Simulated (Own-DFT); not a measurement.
# Which arrangement is lower? In48P48, 96 atoms

All numbers below are calculated, not measured. The program, named Own-DFT, is a retired in-house plane-wave density functional code that no person has reviewed. Each row is one single-point run on a periodic cell that was not relaxed, without spin or spin-orbit coupling.

Settings of every run: PBE; PseudoDojo norm-conserving scalar-relativistic files; cutoff 36 hartree; 2 x 3 x 3 k mesh centred on Gamma; Fermi-Dirac smearing of 0.1 eV.

Known limits, some of them of some rows only: not probed for a lower state with spin; forces on such cells failed a check on a denser k mesh; forces not confirmed at this smearing and k mesh; stress not checked against mesh or cutoff.

All cells hold the same atoms in the same cell, with vectors in Å (17.606, 0.000, 0.000); (0.000, 11.737, 0.000); (0.000, 0.000, 11.737). Every atom was moved at random from its ideal site; u is the rms move along one axis. The defect's site can differ from row to row. E is the free energy of the cell above the lowest run. The arrangements:

- A: zincblende InP
- B: zincblende InP, with one In on a P site and one P on an In site, 2.5 Å apart

| arrangement | u (Å) | E (eV) | P (GPa) |
|---|---|---|---|
| A | 0.0176 | 0.000 | 3.18 |
| A | 0.0192 | 0.052 | 3.18 |
| A | 0.0199 | 0.131 | 3.19 |
| A | 0.0473 | 2.713 | 3.55 |
| A | 0.0478 | 2.363 | 3.47 |
| A | 0.0494 | 3.089 | 3.59 |
| B | 0.0296 | 4.883 | 3.53 |
| B | 0.0309 | 5.182 | 3.57 |
| B | 0.0309 | 4.929 | 3.52 |
| B | 0.0494 | 6.902 | 3.77 |
| B | 0.0499 | 7.065 | 3.83 |
| B | 0.0526 | 8.069 | 3.96 |

Question: once the cost of the random moves is taken out, how do the arrangements rank?

## Worked answer

Fit E = a + b u², with one b for all and one a for each arrangement, and with residuals divided by u², since the noise grows with the moves. Then b = 1382 eV/Å², the scatter at u = 0.04 Å is 0.18 eV, and against A:

- B: 4.15 ± 0.08 eV (higher)

These are energies of unrelaxed cells. Relaxing the atoms lowers the strained arrangements most, so the gaps would shrink and small ones could change sign.
